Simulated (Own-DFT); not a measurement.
# How strain changes the stress of wurtzite GaN, 96 atoms (Ga48N48)

These are calculations, not measurements. They come from Own-DFT, an in-house plane-wave density functional program, since retired, whose code no person has reviewed. Each row is one single-point run on a periodic cell that was not relaxed, without spin or spin-orbit coupling.

Settings of every run: PBE; PseudoDojo norm-conserving scalar-relativistic files; cutoff 42 hartree; 3 x 4 x 3 k mesh centred on Gamma; Fermi-Dirac smearing of 0.1 eV.

Known limits: forces on such cells passed a denser k mesh, each cell not checked; stress not checked against mesh or cutoff.

Unstrained cell vectors in Å: (12.756, 0.000, 0.000); (-4.784, 8.285, 0.000); (0.000, 0.000, 10.370). The unstrained cell has measured lattice constants (interpolated for alloys), not those of this functional. That, the random moves and any unrelaxed bonds set the pressure at no strain. Each run strains this cell uniformly, with the atoms carried along. Every atom was also moved at random, by a Gaussian of width 0.05 Å on each axis. Strain is the symmetric tensor, in per cent. Stress is positive in tension, and the pressure is minus a third of its trace.

| run | e_xx (%) | e_yy (%) | e_zz (%) | e_yz (%) | e_xz (%) | e_xy (%) | s_xx (GPa) | s_yy (GPa) | s_zz (GPa) | s_yz (GPa) | s_xz (GPa) | s_xy (GPa) | P (GPa) | E (meV/atom) |
|---|---|---|---|---|---|---|---|---|---|---|---|---|---|---|
| 1 | 1.93 | -1.70 | 0.26 | -0.38 | 0.63 | -1.65 | -2.90 | -13.66 | -4.63 | -0.79 | 1.23 | -3.13 | 7.07 | 19.8 |
| 2 | -0.66 | 1.36 | -0.99 | -1.46 | 1.48 | 1.86 | -10.65 | -3.48 | -11.32 | -2.32 | 2.55 | 6.41 | 8.48 | 15.1 |
| 3 | 1.53 | -0.26 | -1.55 | 0.73 | -0.55 | 0.04 | -3.58 | -9.29 | -12.79 | 2.50 | -1.89 | 0.82 | 8.55 | 18.3 |
| 4 | -0.27 | 1.07 | -0.82 | 0.16 | 1.54 | 1.97 | -7.29 | -4.41 | -12.52 | 0.15 | 3.60 | 5.66 | 8.07 | 21.7 |
| 5 | 1.68 | 0.72 | -1.94 | 1.28 | -1.33 | -0.16 | -2.53 | -2.46 | -17.75 | 2.97 | -3.12 | -0.21 | 7.58 | 25.0 |
| 6 | -1.42 | -1.97 | -1.05 | 1.36 | -1.52 | -1.55 | -14.50 | -21.28 | -17.26 | 2.99 | -2.96 | -5.10 | 17.68 | 59.5 |
| 7 | 1.05 | 1.61 | 1.45 | 0.49 | -1.11 | -1.89 | -2.22 | 1.95 | -1.93 | 0.78 | -2.87 | -5.96 | 0.73 | 10.5 |
| 8 | -0.45 | -0.39 | -1.78 | -2.00 | 1.28 | 0.65 | -9.84 | -12.20 | -17.62 | -4.45 | 2.62 | 2.98 | 13.22 | 30.4 |
| 9 | -0.36 | 1.87 | -1.35 | -0.53 | 1.82 | 0.01 | -8.59 | -1.06 | -13.56 | -1.24 | 4.29 | 1.11 | 7.73 | 19.3 |
| 10 | -1.90 | 1.10 | -1.64 | -1.95 | 1.05 | -1.07 | -16.52 | -5.54 | -17.17 | -4.42 | 2.78 | -3.63 | 13.08 | 33.1 |
| 11 | -1.47 | -0.18 | 0.63 | 0.79 | -1.98 | 1.23 | -12.59 | -9.73 | -6.63 | 1.58 | -3.98 | 3.15 | 9.65 | 10.8 |
| 12 | -1.03 | 1.62 | 0.92 | 1.13 | 0.39 | -0.39 | -9.63 | -2.16 | -2.90 | 2.68 | 0.18 | -0.98 | 4.90 | 0.2 |
| 13 | 0.25 | 1.91 | -0.93 | -1.91 | 0.40 | 0.99 | -5.36 | 0.21 | -11.76 | -3.61 | 0.29 | 4.20 | 5.64 | 8.7 |
| 14 | -0.95 | -1.64 | -0.35 | -0.04 | 1.50 | -0.56 | -13.03 | -17.49 | -11.89 | -0.75 | 2.17 | -1.44 | 14.13 | 35.5 |
| 15 | 1.23 | -0.74 | -0.40 | 1.52 | 0.81 | -1.18 | -3.73 | -8.26 | -11.15 | 2.74 | 1.94 | -4.13 | 7.72 | 15.9 |
| 16 | -0.01 | -1.14 | 1.85 | -1.92 | 0.49 | 0.38 | -6.93 | -11.08 | -1.01 | -4.73 | 0.98 | 1.32 | 6.34 | 0.0 |
| 17 | 1.32 | -1.04 | -1.06 | 0.47 | 0.03 | 0.14 | ? | ? | ? | ? | ? | ? | ? | ? |

E is the free energy for each atom above the lowest run shown.

## Worked fit

Each stress component was fitted by least squares to a constant and the strains of the runs shown, as fractions, with shears doubled. Shear strains stay in the fit of a normal stress only where such slopes are resolved. The slopes, in GPa:

| stress | at no strain | per e_xx | per e_yy | per e_zz | scatter |
|---|---|---|---|---|---|
| s_xx | -7.8 | 362 ± 18 | 71 ± 16 | 67 ± 19 | 0.84 |
| s_yy | -8.0 | 148 ± 21 | 470 ± 19 | 79 ± 22 | 1.00 |
| s_zz | -8.6 | 80 ± 31 | 58 ± 27 | 466 ± 32 | 1.43 |

Each shear stress against twice its own strain: yz 106 ± 5, xz 106 ± 7, xy 152 ± 8 GPa. These are stiffnesses along x, y and z of the frame in which the cell vectors are given, which need not be the crystal's axes. The atoms are held to the strained lattice; where symmetry lets them move under strain, relaxing them would lower some slopes. The table should be nearly symmetric about its diagonal, and what it lacks of that shows the noise. A ninth of its sum, 200 ± 5 GPa, estimates the bulk modulus near the mean pressure of these runs, 8.8 GPa, so it lies above the value at zero pressure.

## Withheld run

Question: what normal stresses and pressure should run 17 give?

The fit gives s_xx = -4.4, s_yy = -11.8, s_zz = -13.1 and P = 9.8 GPa. The calculation gave -2.98, -12.08, -12.11 and P = 9.06 GPa.
